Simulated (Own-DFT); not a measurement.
## Calculated data, GaP (zincblende, strained, atoms displaced), SiC (4H silicon carbide, atoms displaced), SiC (2H silicon carbide, atoms displaced)

All values are calculated (Own-DFT development build). A calculation, not a measurement: plane-wave PBE density functional theory by an unreviewed code, no spin, of a simulated periodic cell, stress positive in tension, free energy of the whole cell less one offset for each atom, forces on such cells passed a denser k mesh, this cell's mesh not checked; offsets are fitted by least squares, one for each functional and potential file, so energies compare only between cells with the same atoms and settings and are not formation energies; the far tail of each file's local potential was reset to the Coulomb form; each entry is a single point on an unrelaxed cell, so the pressure reflects the starting lattice, mostly measured values (interpolated for alloys), from which strain is counted, and rises with the displacements; printed positions are rounded, which can move forces by about a meV/angstrom; the program, named Own-DFT, is a retired in-house code; no spin-orbit coupling.

Settings shared by all entries: functional PBE; potential files PseudoDojo norm-conserving, scalar-relativistic, standard set; wave cutoff 42 hartree; occupations Fermi-Dirac; smearing width 0.1 eV.

(1) 
```cif
# cell vector a (Å): 10.8620 0.0000 0.0000
# cell vector b (Å): 0.0000 10.8620 0.0000
# cell vector c (Å): 0.0000 0.0000 10.9439
data_GaP
_symmetry_space_group_name_H-M 'P 1'
_symmetry_Int_Tables_number 1
_cell_length_a 10.8620
_cell_length_b 10.8620
_cell_length_c 10.9439
_cell_angle_alpha 90.000
_cell_angle_beta 90.000
_cell_angle_gamma 90.000
_cell_volume 1291.19
loop_
_atom_site_label
_atom_site_type_symbol
_atom_site_fract_x
_atom_site_fract_y
_atom_site_fract_z
_atom_site_occupancy
Ga1 Ga 0.00093 0.00319 0.00585 1
Ga2 Ga 0.99982 0.24925 0.24423 1
Ga3 Ga 0.24779 0.99977 0.24897 1
Ga4 Ga 0.24997 0.24855 0.99988 1
P1 P 0.12595 0.12291 0.12597 1
P2 P 0.11882 0.37361 0.37365 1
P3 P 0.37259 0.12431 0.37343 1
P4 P 0.37173 0.37161 0.12443 1
Ga5 Ga 0.00316 0.00052 0.49996 1
Ga6 Ga 0.99790 0.25337 0.75215 1
Ga7 Ga 0.24469 0.99687 0.75097 1
Ga8 Ga 0.25442 0.24913 0.50080 1
P5 P 0.12918 0.12514 0.62985 1
P6 P 0.12744 0.36966 0.87559 1
P7 P 0.37211 0.12212 0.87185 1
P8 P 0.37689 0.37719 0.62247 1
Ga9 Ga 0.00423 0.50336 0.00337 1
Ga10 Ga 0.99675 0.75002 0.24813 1
Ga11 Ga 0.25162 0.49688 0.25357 1
Ga12 Ga 0.24717 0.74589 0.99906 1
P9 P 0.12671 0.62497 0.12440 1
P10 P 0.12223 0.87427 0.36834 1
P11 P 0.37574 0.62070 0.37453 1
P12 P 0.37445 0.87919 0.12066 1
Ga13 Ga 0.00084 0.49878 0.49880 1
Ga14 Ga 0.00287 0.74843 0.74156 1
Ga15 Ga 0.24703 0.50251 0.74804 1
Ga16 Ga 0.25005 0.75187 0.49926 1
P13 P 0.12778 0.62612 0.62560 1
P14 P 0.12321 0.87284 0.87490 1
P15 P 0.37385 0.62446 0.87639 1
P16 P 0.37524 0.87184 0.62492 1
Ga17 Ga 0.50408 0.00160 0.00593 1
Ga18 Ga 0.49649 0.25377 0.25121 1
Ga19 Ga 0.75030 0.99863 0.25089 1
Ga20 Ga 0.74897 0.24581 0.99818 1
P17 P 0.62510 0.12582 0.12537 1
P18 P 0.62367 0.37345 0.36784 1
P19 P 0.87674 0.12427 0.36921 1
P20 P 0.87067 0.37733 0.12469 1
Ga21 Ga 0.50258 0.00520 0.49549 1
Ga22 Ga 0.49672 0.24917 0.74483 1
Ga23 Ga 0.75330 0.99878 0.75182 1
Ga24 Ga 0.75123 0.25227 0.50177 1
P21 P 0.62808 0.12333 0.62472 1
P22 P 0.62460 0.37482 0.87153 1
P23 P 0.87403 0.12274 0.87857 1
P24 P 0.87349 0.37548 0.62766 1
Ga25 Ga 0.49843 0.49873 0.00216 1
Ga26 Ga 0.50462 0.74808 0.24824 1
Ga27 Ga 0.74938 0.49963 0.25005 1
Ga28 Ga 0.74834 0.75098 0.00249 1
P25 P 0.62366 0.62025 0.12376 1
P26 P 0.62468 0.87681 0.37089 1
P27 P 0.87367 0.62394 0.37437 1
P28 P 0.86970 0.86922 0.12467 1
Ga29 Ga 0.49890 0.50021 0.50258 1
Ga30 Ga 0.50017 0.74999 0.75207 1
Ga31 Ga 0.74878 0.49930 0.74835 1
Ga32 Ga 0.74356 0.75124 0.50271 1
P29 P 0.62815 0.62019 0.62725 1
P30 P 0.62500 0.87619 0.87508 1
P31 P 0.88126 0.62301 0.87417 1
P32 P 0.87548 0.87992 0.62180 1
_calc_hardware 'one NVIDIA H100'
_calc_k_mesh '3 x 3 x 3 centred on Gamma'
_calc_free_energy_of_cell_above_offsets '-35.212'  # eV
_calc_pressure 3.08  # GPa
_calc_stress_xx -3.27  # GPa
_calc_stress_yy -3.27  # GPa
_calc_stress_zz -2.7  # GPa
_calc_stress_yz -0.04  # GPa
_calc_stress_xz -0.37  # GPa
_calc_stress_xy -0.35  # GPa
_calc_wall_time 501.3  # s
```

Force:
```
element  x (eV/Å)  y (eV/Å)  z (eV/Å)
     Ga    -0.315    -0.836    -0.443
     Ga    -0.323      0.19     0.091
     Ga     0.348     -0.22    -0.009
     Ga     0.145    -0.449    -0.209
      P     0.101      0.47    -0.092
      P     0.747    -0.313     0.159
      P     0.133     0.105    -0.073
      P     0.105     0.326     0.012
     Ga     0.073       0.4    -0.294
     Ga      0.06    -0.575     0.008
     Ga       0.6    -0.282     0.087
     Ga    -0.597     0.197    -0.107
      P    -0.621     0.294    -0.571
      P    -0.269     0.861     0.052
      P     0.494     0.057     0.344
      P    -0.484     -0.05     0.286
     Ga    -0.266    -0.707    -0.394
     Ga     0.037    -0.392    -0.056
     Ga    -0.401     0.012    -0.275
     Ga     0.311     0.611    -0.054
      P     0.094    -0.028     0.753
      P     0.226     -0.07     0.692
      P     0.102     0.687     0.103
      P    -0.072    -0.809     0.508
     Ga    -0.236     0.227     0.279
     Ga     -0.56     0.413     0.712
     Ga     0.424    -0.514     0.433
     Ga     0.068    -0.153    -0.433
      P    -0.214    -0.263    -0.826
      P    -0.343     0.021     0.181
      P     0.124    -0.176    -0.158
      P     0.193     0.638    -0.188
     Ga    -0.395     0.119    -0.911
     Ga     0.035    -0.654     -0.37
     Ga     0.089     0.153    -0.344
     Ga     -0.13     0.621     0.062
      P     0.028     0.202     0.511
      P     0.139     0.309     1.189
      P    -0.015     0.177     0.711
      P     0.483    -0.285    -0.423
     Ga    -0.264    -0.558     0.396
     Ga     0.211    -0.152     0.435
     Ga    -0.196     0.021    -0.016
     Ga    -0.045    -0.288    -0.619
      P    -0.105     0.173     0.019
      P    -0.283    -0.251     0.298
      P     0.401     0.163    -0.301
      P     0.315     0.078    -0.394
     Ga    -0.078    -0.313    -0.428
     Ga    -0.743     0.149    -0.141
     Ga     0.022     0.078     0.013
     Ga    -0.054    -0.703    -0.821
      P     0.254     0.365     0.015
      P    -0.152    -0.263     0.486
      P     -0.12     0.254     0.351
      P     0.575     0.879     0.137
     Ga     0.525    -0.098    -0.584
     Ga      0.05    -0.205    -0.099
     Ga     0.532      0.01     0.748
     Ga     0.532     0.033    -0.331
      P    -0.664     0.684    -0.175
      P     0.039    -0.095     0.124
      P    -0.622     0.363    -0.148
      P    -0.049    -0.635     0.092
```

(2) 
```cif
# cell vector a (Å): 12.3308 0.0000 0.0000
# cell vector b (Å): -6.1654 10.6788 0.0000
# cell vector c (Å): 0.0000 0.0000 10.0681
data_SiC
_symmetry_space_group_name_H-M 'P 1'
_symmetry_Int_Tables_number 1
_cell_length_a 12.3308
_cell_length_b 12.3308
_cell_length_c 10.0681
_cell_angle_alpha 90.000
_cell_angle_beta 90.000
_cell_angle_gamma 120.000
_cell_volume 1325.75
loop_
_atom_site_label
_atom_site_type_symbol
_atom_site_fract_x
_atom_site_fract_y
_atom_site_fract_z
_atom_site_occupancy
Si1 Si 0.00406 0.00233 0.40834 1
Si2 Si 0.08292 0.16757 0.15723 1
C1 C 0.99896 0.00309 0.09453 1
C2 C 0.08582 0.16584 0.34912 1
Si3 Si 0.99782 0.24915 0.40636 1
Si4 Si 0.08286 0.41189 0.15385 1
C3 C 0.00011 0.24582 0.09608 1
C4 C 0.07624 0.41156 0.34000 1
Si5 Si 0.99726 0.50242 0.40622 1
Si6 Si 0.08247 0.66289 0.14992 1
C5 C 0.99856 0.50259 0.09316 1
C6 C 0.08314 0.66375 0.34576 1
Si7 Si 0.99855 0.74510 0.40733 1
Si8 Si 0.08103 0.91756 0.15662 1
C7 C 0.00111 0.74896 0.09666 1
C8 C 0.08624 0.91522 0.34485 1
Si9 Si 0.24824 0.99366 0.40693 1
Si10 Si 0.33010 0.16554 0.16037 1
C9 C 0.25091 0.99962 0.09615 1
C10 C 0.33723 0.17200 0.34288 1
Si11 Si 0.25393 0.25195 0.40243 1
Si12 Si 0.32960 0.41704 0.15811 1
C11 C 0.25416 0.25087 0.09689 1
C12 C 0.33211 0.41390 0.34553 1
Si13 Si 0.25045 0.49958 0.41183 1
Si14 Si 0.33394 0.66554 0.15710 1
C13 C 0.24586 0.49743 0.09604 1
C14 C 0.33320 0.66545 0.34267 1
Si15 Si 0.25458 0.75234 0.39872 1
Si16 Si 0.33212 0.91588 0.15655 1
C15 C 0.25092 0.74684 0.09703 1
C16 C 0.33351 0.91574 0.34597 1
Si17 Si 0.50163 0.99933 0.40582 1
Si18 Si 0.57743 0.16099 0.15935 1
C17 C 0.49702 0.99643 0.09891 1
C18 C 0.58386 0.17192 0.34065 1
Si19 Si 0.49987 0.24825 0.40282 1
Si20 Si 0.58558 0.41665 0.15693 1
C19 C 0.50005 0.24740 0.09261 1
C20 C 0.59032 0.41878 0.34694 1
Si21 Si 0.49931 0.49625 0.40914 1
Si22 Si 0.57898 0.66506 0.15416 1
C21 C 0.50423 0.50353 0.09086 1
C22 C 0.57971 0.66255 0.34736 1
Si23 Si 0.49813 0.75106 0.40560 1
Si24 Si 0.58769 0.91968 0.15333 1
C23 C 0.50077 0.74831 0.09097 1
C24 C 0.58714 0.91366 0.34696 1
Si25 Si 0.75303 0.00253 0.40893 1
Si26 Si 0.83436 0.16700 0.15470 1
C25 C 0.74787 0.00209 0.09622 1
C26 C 0.82962 0.16413 0.34594 1
Si27 Si 0.75519 0.25066 0.40406 1
Si28 Si 0.83535 0.41625 0.15724 1
C27 C 0.74689 0.24765 0.09714 1
C28 C 0.83337 0.41479 0.34359 1
Si29 Si 0.75196 0.50106 0.40732 1
Si30 Si 0.83528 0.66419 0.15411 1
C29 C 0.75014 0.50057 0.09200 1
C30 C 0.83195 0.66768 0.34093 1
Si31 Si 0.74506 0.74801 0.40882 1
Si32 Si 0.83483 0.92053 0.15819 1
C31 C 0.75315 0.75125 0.09280 1
C32 C 0.83292 0.91964 0.34271 1
Si33 Si 0.99638 0.99889 0.90931 1
Si34 Si 0.91761 0.83491 0.65521 1
C33 C 0.00210 0.00048 0.59297 1
C34 C 0.91148 0.82886 0.84402 1
Si35 Si 0.00158 0.74757 0.90737 1
Si36 Si 0.92184 0.58242 0.65938 1
C35 C 0.00206 0.75198 0.59560 1
C36 C 0.91987 0.58105 0.84690 1
Si37 Si 0.99737 0.49701 0.90693 1
Si38 Si 0.91976 0.33406 0.65912 1
C37 C 0.99986 0.50242 0.59010 1
C38 C 0.91235 0.32831 0.84566 1
Si39 Si 0.00181 0.25141 0.91025 1
Si40 Si 0.91630 0.08421 0.65282 1
C39 C 0.99805 0.24756 0.59645 1
C40 C 0.92101 0.08236 0.84303 1
Si41 Si 0.74789 0.99862 0.90714 1
Si42 Si 0.66778 0.83918 0.65277 1
C41 C 0.74935 0.00052 0.59406 1
C42 C 0.66714 0.83495 0.84600 1
Si43 Si 0.74954 0.75172 0.90688 1
Si44 Si 0.66627 0.58257 0.66067 1
C43 C 0.75216 0.75223 0.59762 1
C44 C 0.66847 0.58493 0.84036 1
Si45 Si 0.74546 0.49365 0.90780 1
Si46 Si 0.66726 0.33488 0.65723 1
C45 C 0.75446 0.49654 0.59250 1
C46 C 0.66603 0.32980 0.84812 1
Si47 Si 0.74949 0.25086 0.90612 1
Si48 Si 0.66740 0.07960 0.66005 1
C47 C 0.75285 0.25588 0.59112 1
C48 C 0.67120 0.08471 0.84286 1
Si49 Si 0.49712 0.99890 0.91186 1
Si50 Si 0.41790 0.83758 0.65429 1
C49 C 0.50288 0.00270 0.59201 1
C50 C 0.42060 0.83506 0.84700 1
Si51 Si 0.50089 0.75019 0.90381 1
Si52 Si 0.41580 0.58300 0.65994 1
C51 C 0.49743 0.75109 0.59196 1
C52 C 0.41893 0.58454 0.84600 1
Si53 Si 0.49858 0.49601 0.90224 1
Si54 Si 0.41662 0.33263 0.65661 1
C53 C 0.50187 0.50184 0.59233 1
C54 C 0.41592 0.32878 0.84012 1
Si55 Si 0.50253 0.25011 0.90884 1
Si56 Si 0.41453 0.08232 0.65473 1
C55 C 0.49741 0.25476 0.59484 1
C56 C 0.41610 0.08368 0.84714 1
Si57 Si 0.25090 0.00205 0.90257 1
Si58 Si 0.16144 0.82782 0.66148 1
C57 C 0.24839 0.99872 0.59074 1
C58 C 0.16739 0.83792 0.84345 1
Si59 Si 0.24939 0.75286 0.90681 1
Si60 Si 0.16662 0.58493 0.65897 1
C59 C 0.24882 0.75007 0.59745 1
C60 C 0.17092 0.58625 0.84319 1
Si61 Si 0.24706 0.49587 0.91153 1
Si62 Si 0.16512 0.33405 0.65323 1
C61 C 0.25313 0.49881 0.58836 1
C62 C 0.16290 0.32907 0.84172 1
Si63 Si 0.25012 0.25058 0.90444 1
Si64 Si 0.16520 0.08167 0.66095 1
C63 C 0.24688 0.24607 0.59265 1
C64 C 0.16767 0.08498 0.84655 1
_calc_hardware 'one NVIDIA H200'
_calc_k_mesh '3 x 3 x 3 centred on Gamma'
_calc_free_energy_of_cell_above_offsets '-19.291'  # eV
_calc_pressure 3.66  # GPa
_calc_stress_xx -3.07  # GPa
_calc_stress_yy -3.29  # GPa
_calc_stress_zz -4.64  # GPa
_calc_stress_yz -0.04  # GPa
_calc_stress_xz -0.13  # GPa
_calc_stress_xy 0.3  # GPa
_calc_wall_time 555.8  # s
```

Force:
```
element  x (eV/Å)  y (eV/Å)  z (eV/Å)
     Si     -0.15    -1.025    -0.467
     Si     1.282    -0.276     0.736
      C     0.446    -0.324      0.17
      C    -0.713     0.534    -1.067
     Si     0.398    -0.223     0.161
     Si    -1.403     0.737     0.825
      C    -0.639     0.811    -0.552
      C     0.871     1.071     1.053
     Si     1.104    -1.045    -0.527
     Si    -0.013      1.13     1.882
      C     1.206    -1.811    -0.451
      C     0.094     0.796    -0.992
     Si     -0.21     0.861    -0.308
     Si     0.746    -0.249     0.165
      C     0.054     0.332    -0.836
      C    -1.001    -0.253    -0.109
     Si    -0.279     1.643    -0.122
     Si     1.305     0.135    -0.917
      C    -0.711    -0.076    -0.676
      C    -0.027    -1.724     0.463
     Si    -0.601    -0.848     1.362
     Si     1.728      0.01    -0.145
      C    -1.534     0.088    -0.891
      C    -0.101     1.119    -0.193
     Si    -0.545    -0.483    -2.454
     Si     0.246      0.04    -0.331
      C     0.535     0.317    -0.204
      C     0.078    -0.125     0.204
     Si    -1.097    -1.214     1.857
     Si    -0.175    -0.465     0.389
      C    -0.625     0.567    -0.793
      C     0.565     0.466    -0.629
     Si     0.246     0.605    -0.326
     Si     0.526     1.148    -0.717
      C     0.311     0.246    -0.547
      C     1.222    -1.609     1.196
     Si    -0.115     1.289     1.075
     Si    -0.423    -0.052     0.158
      C    -0.603     0.341     0.659
      C    -1.435    -0.684    -0.543
     Si     0.205     0.441    -0.745
     Si      1.71     0.562     0.709
      C    -0.802     -1.48     0.227
      C    -0.369     0.375    -0.637
     Si     0.884    -0.878     0.172
     Si    -0.871    -1.495     1.283
      C    -0.724     0.623     0.288
      C    -1.047      1.03    -0.822
     Si    -0.326    -0.796    -0.504
     Si    -0.817    -0.087     0.709
      C     1.275     0.096     -0.92
      C     1.137     0.317    -0.702
     Si    -1.794     0.196     0.562
     Si    -0.973    -0.224    -0.119
      C     0.439     0.188    -0.669
      C    -0.186      0.74    -0.145
     Si     0.434    -0.002    -0.162
     Si    -0.998     0.676     0.171
      C     0.509    -0.612     0.334
      C     0.435    -0.241     0.885
     Si     0.646     0.533    -0.465
     Si    -0.315    -1.017    -0.328
      C    -0.609     0.045     0.477
      C     0.859    -0.387     1.019
     Si     1.106    -0.472    -0.718
     Si     0.012    -0.227     0.459
      C     -0.63    -0.044     0.405
      C     1.315     0.909     0.207
     Si    -1.133     0.431     0.105
     Si    -1.532     0.382    -0.253
      C    -0.629    -1.038    -0.127
      C    -1.055    -0.038    -0.323
     Si     0.948     0.177     -0.14
     Si    -1.057     0.022    -0.786
      C     1.426    -0.706     1.136
      C     0.899     1.113     0.272
     Si    -0.372    -1.345     -0.97
     Si     0.721    -0.695     1.096
      C    -0.111     0.901    -0.832
      C    -1.706     0.409     0.222
     Si     0.976      0.65    -0.042
     Si     0.274    -1.769     0.911
      C     0.548     0.533    -0.202
      C    -0.172    -0.161    -0.764
     Si      0.09    -0.588     0.006
     Si     0.785     0.223    -1.747
      C    -0.635    -0.343    -0.702
      C    -0.101     -0.86     1.576
     Si     0.415     1.603    -0.497
     Si    -0.072    -0.653    -0.345
      C    -1.002     1.411     0.872
      C    -0.333     0.501    -0.978
     Si     0.331    -1.009     0.807
     Si    -0.846      1.85    -1.037
      C     0.445    -1.515     0.768
      C      -1.3    -0.344     1.031
     Si     0.842     0.397    -0.854
     Si    -0.181    -0.658     0.661
      C    -0.299    -0.001     0.318
      C     -1.06    -0.042    -0.522
     Si     0.086     0.024     0.446
     Si     0.478      0.37    -0.872
      C     0.418     0.019     0.551
      C    -0.662    -0.961     -0.01
     Si     0.347     0.623     0.411
     Si    -1.162     0.349    -0.618
      C    -0.315      -0.4     1.083
      C    -0.153     0.683     1.054
     Si    -0.789    -0.542    -0.317
     Si     0.136     0.678      0.19
      C     1.787    -1.378    -0.608
      C     0.532    -0.133    -0.657
     Si    -0.202     0.252     1.336
     Si      0.87     1.497    -1.526
      C     0.108    -0.442     1.231
      C     0.219     -0.94     0.847
     Si     0.992    -0.147     0.013
     Si     0.603    -0.269    -1.144
      C     0.401     0.212    -0.944
      C    -0.716     -0.93     0.918
     Si     0.417     0.794    -1.371
     Si     0.858    -0.708     0.012
      C    -1.186       0.3     2.381
      C      0.33     1.267     0.541
     Si     0.345    -0.215     0.574
     Si     0.319      0.35     -1.04
      C      0.19     0.884     0.185
      C    -0.423    -0.644     0.143
```

(3) 
```cif
# cell vector a (Å): 9.2481 0.0000 0.0000
# cell vector b (Å): -4.6241 8.0091 0.0000
# cell vector c (Å): 0.0000 0.0000 10.0681
data_SiC
_symmetry_space_group_name_H-M 'P 1'
_symmetry_Int_Tables_number 1
_cell_length_a 9.2481
_cell_length_b 9.2481
_cell_length_c 10.0681
_cell_angle_alpha 90.000
_cell_angle_beta 90.000
_cell_angle_gamma 120.000
_cell_volume 745.73
loop_
_atom_site_label
_atom_site_type_symbol
_atom_site_fract_x
_atom_site_fract_y
_atom_site_fract_z
_atom_site_occupancy
Si1 Si 0.99971 0.00064 0.00627 1
Si2 Si 0.11029 0.22427 0.25195 1
C1 C 0.00284 0.00049 0.18576 1
C2 C 0.10555 0.22371 0.43399 1
Si3 Si 0.99277 0.99730 0.49635 1
Si4 Si 0.10900 0.21625 0.74613 1
C3 C 0.00269 0.01820 0.68579 1
C4 C 0.10492 0.21710 0.94390 1
Si5 Si 0.99904 0.32861 0.98682 1
Si6 Si 0.11851 0.56420 0.24312 1
C5 C 0.00752 0.34466 0.19290 1
C6 C 0.10831 0.55428 0.43606 1
Si7 Si 0.99757 0.32595 0.50623 1
Si8 Si 0.11078 0.56033 0.74946 1
C7 C 0.00578 0.33469 0.67915 1
C8 C 0.12396 0.56267 0.93456 1
Si9 Si 0.99747 0.65232 0.99954 1
Si10 Si 0.12741 0.90410 0.25076 1
C9 C 0.98298 0.65670 0.18884 1
C10 C 0.10283 0.87703 0.43960 1
Si11 Si 0.01364 0.67724 0.49662 1
Si12 Si 0.11346 0.88308 0.75071 1
C11 C 0.99155 0.66272 0.68444 1
C12 C 0.10757 0.89089 0.93004 1
Si13 Si 0.34154 0.02084 0.99390 1
Si14 Si 0.43248 0.20527 0.24613 1
C13 C 0.32092 0.98645 0.18905 1
C14 C 0.44840 0.21688 0.43223 1
Si15 Si 0.33052 0.98848 0.49627 1
Si16 Si 0.43827 0.21451 0.76001 1
C15 C 0.33271 0.00214 0.67778 1
C16 C 0.43226 0.22645 0.94145 1
Si17 Si 0.33013 0.31952 0.00127 1
Si18 Si 0.44097 0.55320 0.24742 1
C17 C 0.32709 0.32951 0.19596 1
C18 C 0.44807 0.55436 0.43082 1
Si19 Si 0.33033 0.32906 0.49148 1
Si20 Si 0.45019 0.55542 0.75112 1
C19 C 0.33815 0.33236 0.69216 1
C20 C 0.44698 0.55160 0.93429 1
Si21 Si 0.33552 0.67523 0.99468 1
Si22 Si 0.44564 0.89187 0.24735 1
C21 C 0.32417 0.65756 0.18083 1
C22 C 0.45617 0.90036 0.44206 1
Si23 Si 0.32902 0.66860 0.51035 1
Si24 Si 0.43169 0.87899 0.74029 1
C23 C 0.32768 0.67677 0.67952 1
C24 C 0.44478 0.89631 0.94165 1
Si25 Si 0.66923 0.00335 0.99624 1
Si26 Si 0.77944 0.21724 0.24269 1
C25 C 0.67463 0.99454 0.19685 1
C26 C 0.76949 0.21605 0.43893 1
Si27 Si 0.67296 0.01538 0.49547 1
Si28 Si 0.78822 0.23426 0.75418 1
C27 C 0.66832 0.99850 0.68373 1
C28 C 0.76933 0.22871 0.94592 1
Si29 Si 0.66353 0.32914 0.99859 1
Si30 Si 0.78740 0.57159 0.24573 1
C29 C 0.68425 0.34247 0.18937 1
C30 C 0.77822 0.54230 0.44338 1
Si31 Si 0.67386 0.32155 0.50202 1
Si32 Si 0.77334 0.56014 0.74107 1
C31 C 0.67927 0.34531 0.67441 1
C32 C 0.76845 0.53577 0.94557 1
Si33 Si 0.65826 0.65491 0.99685 1
Si34 Si 0.78511 0.89387 0.24106 1
C33 C 0.67194 0.67171 0.19126 1
C34 C 0.78410 0.88059 0.42738 1
Si35 Si 0.67042 0.66170 0.50308 1
Si36 Si 0.78277 0.89981 0.75367 1
C35 C 0.65557 0.66429 0.68209 1
C36 C 0.78474 0.90291 0.93081 1
_calc_hardware 'one NVIDIA H100'
_calc_k_mesh '4 x 4 x 3 centred on Gamma'
_calc_free_energy_of_cell_above_offsets '-0.978'  # eV
_calc_pressure 7.2  # GPa
_calc_stress_xx -6.64  # GPa
_calc_stress_yy -6.8  # GPa
_calc_stress_zz -8.17  # GPa
_calc_stress_yz 0.03  # GPa
_calc_stress_xz 1.7  # GPa
_calc_stress_xy 0.33  # GPa
_calc_wall_time 346.5  # s
```

Force:
```
element  x (eV/Å)  y (eV/Å)  z (eV/Å)
     Si     0.207    -0.672    -2.039
     Si    -1.059     0.232    -0.783
      C     0.649      0.84     0.836
      C     1.093    -1.092     0.856
     Si     0.903     0.516      0.46
     Si     0.697     3.506     1.545
      C     0.992    -5.179    -1.188
      C     1.055     0.212    -1.857
     Si    -0.483     1.751     3.261
     Si    -2.503    -1.442     2.008
      C    -0.001    -2.082    -1.892
      C      1.19     0.311     0.293
     Si    -1.157     1.389    -3.692
     Si    -0.143    -0.539    -1.081
      C    -0.154     0.615     4.238
      C    -1.494    -1.848    -0.658
     Si     -1.35     1.828     0.342
     Si    -4.907    -4.666     1.126
      C     5.591     4.001    -1.946
      C     0.624     4.529     -1.47
     Si    -1.849    -5.171     0.645
     Si    -1.604     1.168    -1.562
      C     1.089     1.347      0.62
      C     0.858    -0.466      2.23
     Si    -0.674    -5.646     1.286
     Si     1.639     3.274     1.298
      C     3.712     2.819    -2.765
      C    -1.047    -0.695     0.819
     Si    -0.947     2.457    -0.468
     Si      0.77      1.39    -3.674
      C    -0.036    -0.691     2.485
      C     4.784     -0.44    -1.381
     Si    -5.001     3.915     1.951
     Si     0.693     0.643     0.288
      C      1.59     -0.44    -2.111
      C    -1.035      0.26     1.958
     Si     1.204      0.33     0.881
     Si     -1.87    -0.704    -0.757
      C    -0.897     -0.07    -0.888
      C    -1.621    -0.086     0.752
     Si     1.588    -0.728     0.826
     Si     1.134    -1.563     1.027
      C       1.9     2.579      0.02
      C    -0.762    -2.586     -1.54
     Si     1.401    -0.466    -5.711
     Si     1.582      4.14     1.536
      C     1.132    -3.223     3.796
      C    -0.001      0.41    -1.413
     Si    -0.152    -0.408     0.891
     Si     0.173     1.921      1.57
      C     -2.93     1.244    -3.025
      C     3.352     1.881    -2.082
     Si     1.851    -4.373      1.32
     Si    -1.264     -1.48    -1.507
      C    -1.162     1.027     0.885
      C     3.156    -1.553    -2.502
     Si    -1.596     0.233     2.941
     Si    -2.561    -4.163      3.34
      C    -2.711    -1.969    -1.063
      C    -0.114     2.067    -1.052
     Si    -3.412     1.859    -2.444
     Si     0.158    -0.895     1.089
      C    -0.714    -1.993     4.888
      C    -0.275     3.825    -3.099
     Si     1.461     1.882     1.053
     Si     1.088    -2.029     2.167
      C    -1.596    -0.564    -2.072
      C    -1.726      0.73     1.275
     Si    -0.209     -0.31    -2.696
     Si    -0.065    -0.804    -2.485
      C     1.718     1.955     1.748
      C     0.049    -2.049     2.353
```
